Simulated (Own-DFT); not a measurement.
Simulation results for GaP (zincblende, strongly disordered by large displacements), InAs (zincblende, strongly disordered by large displacements)

A calculation, not a measurement: plane-wave PBE density functional theory by an unreviewed code, no spin, of a simulated periodic cell, stress positive in tension, free energy of the whole cell less one offset for each atom, forces on such cells passed a denser k mesh, this cell's mesh not checked; broken bonds can close the gap or carry spin, so checks made on this kind of crystal may not hold here; offsets are fitted by least squares, one for each functional and potential file, so energies compare only between cells with the same atoms and settings and are not formation energies; the far tail of each file's local potential was reset to the Coulomb form; each entry is a single point on an unrelaxed cell, so the pressure reflects the starting lattice, mostly measured values (interpolated for alloys), from which strain is counted, and rises with the displacements; printed positions are rounded, which can move forces by about a meV/angstrom; the program, named Own-DFT, is a retired in-house code; no spin-orbit coupling. Program: Own-DFT development build.

Settings shared by all entries: functional PBE; potential files PseudoDojo norm-conserving, scalar-relativistic, standard set; wave cutoff 42 hartree; occupations Fermi-Dirac; smearing width 0.1 eV; k mesh 3 x 3 x 3 centred on Gamma.

```yaml
- entry: 1
  formula: GaP
  kind: "zincblende, strongly disordered by large displacements"
  structure:
    cell_angstrom: [[10.901, 0.0, 0.0], [0.0, 10.901, 0.0], [0.0, 0.0, 10.901]]
    atoms_fractional:
      - [Ga, 0.97084, 0.0388, 0.03968]
      - [Ga, 0.02637, 0.26957, 0.25294]
      - [Ga, 0.27298, 0.04012, 0.25014]
      - [Ga, 0.27927, 0.23821, 0.0348]
      - [P, 0.11771, 0.09974, 0.17125]
      - [P, 0.17386, 0.3921, 0.41394]
      - [P, 0.44106, 0.13604, 0.40214]
      - [P, 0.39313, 0.37138, 0.16179]
      - [Ga, 0.99375, 0.99553, 0.58362]
      - [Ga, 0.99197, 0.25188, 0.79879]
      - [Ga, 0.251, 0.03738, 0.74375]
      - [Ga, 0.28768, 0.18568, 0.52648]
      - [P, 0.13378, 0.10563, 0.62237]
      - [P, 0.0996, 0.3527, 0.91903]
      - [P, 0.39012, 0.14723, 0.82282]
      - [P, 0.39131, 0.32916, 0.57707]
      - [Ga, 0.02718, 0.48236, 0.02989]
      - [Ga, 0.95157, 0.75516, 0.27503]
      - [Ga, 0.22573, 0.47311, 0.25699]
      - [Ga, 0.23487, 0.72612, 0.97653]
      - [P, 0.13713, 0.61943, 0.15478]
      - [P, 0.11945, 0.87678, 0.43394]
      - [P, 0.35061, 0.65791, 0.34817]
      - [P, 0.33556, 0.87752, 0.08816]
      - [Ga, 0.99198, 0.43612, 0.48429]
      - [Ga, 0.9938, 0.75917, 0.72303]
      - [Ga, 0.2953, 0.5207, 0.75049]
      - [Ga, 0.22033, 0.70466, 0.46953]
      - [P, 0.18218, 0.63128, 0.65635]
      - [P, 0.13632, 0.88313, 0.87202]
      - [P, 0.38564, 0.61202, 0.89284]
      - [P, 0.37469, 0.86693, 0.63391]
      - [Ga, 0.47522, 0.02089, 0.92181]
      - [Ga, 0.47491, 0.23649, 0.25163]
      - [Ga, 0.76063, 0.0093, 0.214]
      - [Ga, 0.77015, 0.23546, 0.98364]
      - [P, 0.63852, 0.0771, 0.09195]
      - [P, 0.64168, 0.41708, 0.38531]
      - [P, 0.85133, 0.11732, 0.42618]
      - [P, 0.86655, 0.36604, 0.12022]
      - [Ga, 0.46994, 0.96191, 0.51024]
      - [Ga, 0.53827, 0.25548, 0.75181]
      - [Ga, 0.7533, 0.03022, 0.71572]
      - [Ga, 0.75226, 0.29425, 0.46311]
      - [P, 0.65302, 0.14822, 0.60416]
      - [P, 0.62907, 0.38527, 0.8725]
      - [P, 0.85406, 0.14058, 0.83367]
      - [P, 0.88723, 0.33578, 0.67277]
      - [Ga, 0.49963, 0.5112, 0.01056]
      - [Ga, 0.50373, 0.7989, 0.24346]
      - [Ga, 0.75948, 0.46598, 0.25391]
      - [Ga, 0.77593, 0.71754, 0.00354]
      - [P, 0.70798, 0.64353, 0.15779]
      - [P, 0.58019, 0.84423, 0.40467]
      - [P, 0.88104, 0.61538, 0.42969]
      - [P, 0.88596, 0.88739, 0.10097]
      - [Ga, 0.47239, 0.53344, 0.5026]
      - [Ga, 0.48987, 0.74487, 0.75745]
      - [Ga, 0.71609, 0.55973, 0.747]
      - [Ga, 0.74117, 0.71865, 0.53246]
      - [P, 0.57398, 0.66854, 0.61258]
      - [P, 0.64899, 0.89867, 0.83991]
      - [P, 0.83981, 0.60339, 0.87528]
      - [P, 0.87232, 0.87094, 0.6438]
  settings:
    hardware: "one NVIDIA H100"
  results:
    "free_energy_of_cell_above_offsets [eV]": "22.196"
    "pressure [GPa]": 14.62
    "stress_xx [GPa]": -15.2
    "stress_yy [GPa]": -13.4
    "stress_zz [GPa]": -15.26
    "stress_yz [GPa]": 2.42
    "stress_xz [GPa]": -0.66
    "stress_xy [GPa]": 0.76
    force_element: [Ga, Ga, Ga, Ga, P, P, P, P, Ga, Ga, Ga, Ga, P, P, P, P, Ga, Ga, Ga, Ga, P, P, P, P, Ga, Ga, Ga, Ga, P, P, P, P, Ga, Ga, Ga, Ga, P, P, P, P, Ga, Ga, Ga, Ga, P, P, P, P, Ga, Ga, Ga, Ga, P, P, P, P, Ga, Ga, Ga, Ga, P, P, P, P]
    "force_x [eV/angstrom]": [2.424, -0.886, 4.134, -1.371, -2.678, -1.039, -1.295, -2.416, -0.458, 6.243, 1.671, -3.208, -1.179, 5.618, -3.102, 3.812, -2.362, 1.627, 2.713, -0.947, -2.0, -0.995, 4.06, 2.453, -1.477, 4.557, 0.719, -2.407, -4.276, -1.357, 0.232, -4.574, 3.494, 5.025, 2.192, -2.539, -4.108, -7.004, 1.05, 2.118, 2.389, 0.229, -0.97, 2.596, -2.644, 0.596, -0.434, -3.284, 3.12, -2.41, 2.179, -0.253, -4.28, 5.239, 1.099, -1.904, -1.214, -0.857, -3.222, 1.692, 1.506, -2.015, 7.035, -6.659]
    "force_y [eV/angstrom]": [3.044, 0.084, -3.204, -0.296, 2.76, -3.806, -2.93, 4.587, -0.319, 0.214, -5.609, -1.663, 5.72, -1.407, 4.482, 5.936, 3.157, 0.557, 1.907, 0.581, 1.544, 1.089, -2.831, 1.43, 0.427, -3.801, -5.443, 1.505, 2.347, 0.486, 2.66, -1.159, -5.731, -1.826, -1.011, 0.846, 3.594, 1.323, -0.806, -0.955, 3.391, 0.751, -3.588, -3.699, 1.347, 1.366, -3.302, 4.073, -2.37, -1.422, 2.558, 5.656, -0.758, -0.205, -0.893, -5.459, -1.558, 3.41, -2.777, 2.446, -3.303, -1.397, -1.086, -0.662]
    "force_z [eV/angstrom]": [-3.592, 1.07, 2.313, -1.244, -2.197, 2.943, 2.162, -3.519, -5.01, -0.628, 2.87, -2.189, -0.636, -0.819, 0.761, 3.351, 2.216, 0.285, -2.84, 1.209, -1.901, -1.948, -2.823, 0.966, 1.909, 4.168, -0.731, 2.963, -1.554, -0.307, 0.255, 3.336, 4.267, -1.358, 4.628, 1.855, -2.57, 1.363, -2.077, -0.048, -1.339, -2.675, -0.084, 3.388, -2.319, 1.429, 3.348, -5.478, 2.359, -4.98, -2.154, -0.978, 3.59, 1.776, -1.473, 2.117, -2.018, 4.44, -2.783, -1.564, -1.085, 1.699, -0.829, -1.283]
    "wall_time [s]": 616.4
- entry: 2
  formula: GaP
  kind: "zincblende, strongly disordered by large displacements"
  structure:
    cell_angstrom: [[10.901, 0.0, 0.0], [0.0, 10.901, 0.0], [0.0, 0.0, 10.901]]
    atoms_fractional:
      - [Ga, 0.99685, 0.02259, 0.00083]
      - [Ga, 0.04279, 0.26531, 0.25504]
      - [Ga, 0.24647, 0.02575, 0.2248]
      - [Ga, 0.24212, 0.24294, 0.02113]
      - [P, 0.14107, 0.11698, 0.07106]
      - [P, 0.09752, 0.38036, 0.38887]
      - [P, 0.34069, 0.12575, 0.33413]
      - [P, 0.43746, 0.36406, 0.12161]
      - [Ga, 0.04833, 0.02173, 0.47566]
      - [Ga, 0.92835, 0.30061, 0.7365]
      - [Ga, 0.23363, 0.95393, 0.76203]
      - [Ga, 0.24262, 0.24675, 0.4343]
      - [P, 0.10729, 0.12127, 0.61142]
      - [P, 0.08997, 0.35361, 0.95612]
      - [P, 0.37439, 0.08529, 0.83718]
      - [P, 0.36024, 0.36637, 0.60682]
      - [Ga, 0.98015, 0.5524, 0.02566]
      - [Ga, 0.97153, 0.71926, 0.26119]
      - [Ga, 0.25087, 0.51092, 0.23846]
      - [Ga, 0.22776, 0.80193, 0.04347]
      - [P, 0.15889, 0.65788, 0.17974]
      - [P, 0.11591, 0.92961, 0.34102]
      - [P, 0.38774, 0.5733, 0.36354]
      - [P, 0.39076, 0.8224, 0.08132]
      - [Ga, 0.99762, 0.44945, 0.5017]
      - [Ga, 0.02573, 0.73158, 0.81859]
      - [Ga, 0.19471, 0.45969, 0.74243]
      - [Ga, 0.20771, 0.78989, 0.48284]
      - [P, 0.13022, 0.59048, 0.65783]
      - [P, 0.07605, 0.87794, 0.75172]
      - [P, 0.34696, 0.61742, 0.87616]
      - [P, 0.43419, 0.94845, 0.6321]
      - [Ga, 0.47043, 0.99988, 0.01553]
      - [Ga, 0.52142, 0.25622, 0.25061]
      - [Ga, 0.77308, 0.00627, 0.258]
      - [Ga, 0.7546, 0.2672, 0.98321]
      - [P, 0.59413, 0.13987, 0.06052]
      - [P, 0.63486, 0.40472, 0.42086]
      - [P, 0.83497, 0.1252, 0.40568]
      - [P, 0.91219, 0.33635, 0.1585]
      - [Ga, 0.56443, 0.0217, 0.50224]
      - [Ga, 0.48842, 0.2562, 0.74101]
      - [Ga, 0.74685, 0.99234, 0.76167]
      - [Ga, 0.75369, 0.26576, 0.52049]
      - [P, 0.65255, 0.1676, 0.61065]
      - [P, 0.67375, 0.38493, 0.86385]
      - [P, 0.89661, 0.11538, 0.90205]
      - [P, 0.88163, 0.35803, 0.57999]
      - [Ga, 0.51208, 0.4866, 0.02252]
      - [Ga, 0.47935, 0.76787, 0.22355]
      - [Ga, 0.8058, 0.53263, 0.23354]
      - [Ga, 0.7318, 0.75996, 0.9828]
      - [P, 0.62568, 0.66779, 0.10935]
      - [P, 0.61879, 0.90344, 0.38962]
      - [P, 0.91812, 0.62956, 0.44836]
      - [P, 0.84764, 0.88298, 0.16043]
      - [Ga, 0.52646, 0.51399, 0.48962]
      - [Ga, 0.46433, 0.77182, 0.78026]
      - [Ga, 0.79022, 0.58342, 0.76322]
      - [Ga, 0.77752, 0.75751, 0.51759]
      - [P, 0.64401, 0.61939, 0.63086]
      - [P, 0.64084, 0.91012, 0.89166]
      - [P, 0.84387, 0.67356, 0.89116]
      - [P, 0.85291, 0.90181, 0.56136]
  settings:
    hardware: "one NVIDIA H100"
  results:
    "free_energy_of_cell_above_offsets [eV]": "52.477"
    "pressure [GPa]": 22.36
    "stress_xx [GPa]": -22.73
    "stress_yy [GPa]": -23.94
    "stress_zz [GPa]": -20.4
    "stress_yz [GPa]": 0.08
    "stress_xz [GPa]": -0.8
    "stress_xy [GPa]": -1.34
    force_element: [Ga, Ga, Ga, Ga, P, P, P, P, Ga, Ga, Ga, Ga, P, P, P, P, Ga, Ga, Ga, Ga, P, P, P, P, Ga, Ga, Ga, Ga, P, P, P, P, Ga, Ga, Ga, Ga, P, P, P, P, Ga, Ga, Ga, Ga, P, P, P, P, Ga, Ga, Ga, Ga, P, P, P, P, Ga, Ga, Ga, Ga, P, P, P, P]
    "force_x [eV/angstrom]": [2.911, 2.485, -2.718, 8.694, -3.072, 10.26, 8.548, -7.349, -5.569, 3.489, 5.818, -0.998, 2.664, -1.862, 0.405, -0.265, 1.109, 0.105, 1.385, -11.19, -3.681, 0.789, 0.168, 6.497, 1.364, -1.26, 5.409, 0.843, -5.514, -3.309, 0.158, -2.808, -0.846, 1.815, -4.849, 2.577, 2.194, 6.802, 2.857, -6.837, -2.533, 0.767, 3.196, -1.834, -7.973, -2.763, -7.922, -1.999, 3.904, 3.919, -0.609, -4.748, -1.278, 2.462, 0.266, 4.704, -6.502, 1.4, -4.607, -6.645, -1.133, -4.25, 11.6, 5.356]
    "force_y [eV/angstrom]": [-8.818, -5.955, -3.944, 7.971, -6.243, -1.525, 2.174, -3.486, 0.789, -4.111, 3.673, 1.756, 4.139, 2.643, 0.5, 0.264, -1.079, 1.027, -5.476, -1.723, 3.493, -5.632, 3.822, 4.259, 11.49, -9.343, -8.791, -0.915, 8.553, 6.811, -0.307, -1.861, -1.031, -2.44, 5.095, -3.118, 2.234, -7.735, -0.853, 3.483, 6.089, 0.104, 2.751, 2.016, -7.314, 3.451, 6.385, 3.062, 7.023, -2.688, -0.28, 7.083, -3.911, -7.505, 0.538, -6.233, 5.272, 0.149, -8.642, -8.901, 2.128, -1.4, 0.605, 10.43]
    "force_z [eV/angstrom]": [4.946, 0.015, -5.041, -3.407, 5.708, -6.811, 2.74, 1.669, 0.991, 9.263, -0.795, 4.993, 5.07, -2.207, 0.326, 0.242, 0.938, 0.286, 0.653, -3.608, -2.242, -5.04, -0.062, -2.936, 3.743, 3.105, 5.817, 0.705, -5.55, -4.56, 0.586, 2.673, -1.713, 3.287, 3.746, 3.258, 3.158, -7.448, -1.302, -4.864, 4.174, -0.477, -3.846, -9.337, 9.019, -2.857, -8.535, 3.149, -5.933, 8.262, 0.385, 5.272, 2.778, -7.436, -2.308, -5.901, 5.975, -0.698, -9.342, -2.073, -0.098, 1.335, 3.89, 4.27]
    "wall_time [s]": 610.7
- entry: 3
  formula: InAs
  kind: "zincblende, strongly disordered by large displacements"
  structure:
    cell_angstrom: [[12.1166, 0.0, 0.0], [0.0, 12.1166, 0.0], [0.0, 0.0, 12.1166]]
    atoms_fractional:
      - [In, 0.99356, 0.00215, 0.98809]
      - [In, 0.00116, 0.26243, 0.22033]
      - [In, 0.23875, 0.96038, 0.2308]
      - [In, 0.22696, 0.2573, 0.98325]
      - [As, 0.16425, 0.12687, 0.13566]
      - [As, 0.13824, 0.39256, 0.35899]
      - [As, 0.38569, 0.13559, 0.40451]
      - [As, 0.34324, 0.37921, 0.1127]
      - [In, 0.9952, 0.9889, 0.51628]
      - [In, 0.03123, 0.26609, 0.72764]
      - [In, 0.24395, 0.9921, 0.73185]
      - [In, 0.25114, 0.25119, 0.51765]
      - [As, 0.12828, 0.13644, 0.5947]
      - [As, 0.13774, 0.35507, 0.86785]
      - [As, 0.40293, 0.10935, 0.87049]
      - [As, 0.36949, 0.39938, 0.64326]
      - [In, 0.97576, 0.4971, 0.98689]
      - [In, 0.00522, 0.78109, 0.246]
      - [In, 0.23252, 0.50378, 0.26415]
      - [In, 0.2603, 0.74398, 0.00527]
      - [As, 0.16714, 0.61091, 0.125]
      - [As, 0.10209, 0.87361, 0.38974]
      - [As, 0.3862, 0.63724, 0.36443]
      - [As, 0.36808, 0.86904, 0.10317]
      - [In, 0.00655, 0.49405, 0.50224]
      - [In, 0.97332, 0.73847, 0.74866]
      - [In, 0.25606, 0.49535, 0.73853]
      - [In, 0.2439, 0.81093, 0.47498]
      - [As, 0.12664, 0.63729, 0.63977]
      - [As, 0.14511, 0.87405, 0.89287]
      - [As, 0.38207, 0.62121, 0.88451]
      - [As, 0.38559, 0.8886, 0.63877]
      - [In, 0.49488, 0.97753, 0.99761]
      - [In, 0.48198, 0.24176, 0.24994]
      - [In, 0.76159, 0.99412, 0.24009]
      - [In, 0.74444, 0.26536, 0.00757]
      - [As, 0.59286, 0.12901, 0.12808]
      - [As, 0.61904, 0.3882, 0.33945]
      - [As, 0.88295, 0.09149, 0.34512]
      - [As, 0.86046, 0.34804, 0.14667]
      - [In, 0.49708, 0.00657, 0.48872]
      - [In, 0.50658, 0.23822, 0.76532]
      - [In, 0.76519, 0.00633, 0.75904]
      - [In, 0.78255, 0.28266, 0.49468]
      - [As, 0.62082, 0.13142, 0.64447]
      - [As, 0.63409, 0.36256, 0.88328]
      - [As, 0.87626, 0.12551, 0.87659]
      - [As, 0.85271, 0.36744, 0.65878]
      - [In, 0.51892, 0.50791, 0.0008]
      - [In, 0.49478, 0.75825, 0.27257]
      - [In, 0.75645, 0.51954, 0.23781]
      - [In, 0.72684, 0.76413, 0.9762]
      - [As, 0.63349, 0.64483, 0.13542]
      - [As, 0.6433, 0.89668, 0.38838]
      - [As, 0.90943, 0.62482, 0.39797]
      - [As, 0.87156, 0.90964, 0.14658]
      - [In, 0.49207, 0.49869, 0.48393]
      - [In, 0.48896, 0.75659, 0.74593]
      - [In, 0.73033, 0.50967, 0.75268]
      - [In, 0.74288, 0.75881, 0.50324]
      - [As, 0.63613, 0.61869, 0.61236]
      - [As, 0.60546, 0.89117, 0.85552]
      - [As, 0.89189, 0.6165, 0.90586]
      - [As, 0.83704, 0.85716, 0.62015]
  settings:
    hardware: "one NVIDIA H200"
  results:
    "free_energy_of_cell_above_offsets [eV]": "4.572"
    "pressure [GPa]": 9.76
    "stress_xx [GPa]": -9.88
    "stress_yy [GPa]": -9.69
    "stress_zz [GPa]": -9.71
    "stress_yz [GPa]": 1.67
    "stress_xz [GPa]": -0.93
    "stress_xy [GPa]": 2.49
    force_element: [In, In, In, In, As, As, As, As, In, In, In, In, As, As, As, As, In, In, In, In, As, As, As, As, In, In, In, In, As, As, As, As, In, In, In, In, As, As, As, As, In, In, In, In, As, As, As, As, In, In, In, In, As, As, As, As, In, In, In, In, As, As, As, As]
    "force_x [eV/angstrom]": [1.567, 5.473, -0.235, 5.121, -2.09, -4.978, -2.357, 1.809, -2.134, -2.211, -0.872, 3.235, -2.876, -3.684, -3.798, 5.447, 7.054, -0.712, 6.523, -0.87, -4.222, -3.035, -3.708, 1.937, 1.424, 1.007, -4.744, 6.766, 0.135, -1.93, 0.053, -0.332, 0.894, -1.269, -11.31, 0.332, 2.41, 0.278, 3.176, -3.063, 2.112, -0.407, -1.444, -1.85, 1.912, -1.707, 0.663, 2.144, -0.549, 2.879, 1.438, 0.967, -0.874, -1.354, -2.976, 7.373, 0.638, 0.811, 0.94, -1.911, -2.296, 1.811, -7.441, 4.913]
    "force_y [eV/angstrom]": [-0.354, -3.915, 1.04, -5.071, 0.613, -6.712, 1.119, 0.393, 1.012, -1.149, 1.666, 3.978, -3.63, 6.071, -0.09, -5.304, -9.111, -3.194, 3.364, -1.768, 2.019, 2.954, -1.915, -0.067, -1.528, 0.471, 4.775, -4.349, -0.1, 0.508, -0.087, -0.013, 2.102, 1.625, 5.034, -3.361, -1.626, -0.477, 4.182, 4.554, -1.096, 2.348, -0.06, -2.143, -0.951, 2.479, 2.114, 0.705, -0.636, 3.06, -0.066, -0.318, 0.745, -0.649, 2.549, -7.04, -0.339, -2.804, -0.148, -4.483, 0.627, -0.602, 8.836, 4.211]
    "force_z [eV/angstrom]": [1.267, 3.235, 1.569, 4.37, -0.454, 5.511, -2.291, 0.663, 0.238, -0.367, 1.898, -2.425, 2.646, -3.496, 0.413, -4.533, 6.614, -1.701, -1.964, -1.772, -2.386, -3.07, 2.43, 3.218, 2.421, 0.318, 4.647, 4.52, -1.125, -1.66, -1.357, -3.261, 1.122, 0.169, 4.009, 0.691, -1.352, 1.411, 3.718, -2.131, 2.727, -0.6, -1.076, -2.439, -2.589, -1.615, 0.063, 0.358, 0.982, -2.504, 1.54, 1.081, -1.119, -1.29, -2.839, -8.423, 0.487, 0.394, 1.785, -4.578, -0.065, -0.648, -6.318, 4.932]
    "wall_time [s]": 1152.0
```
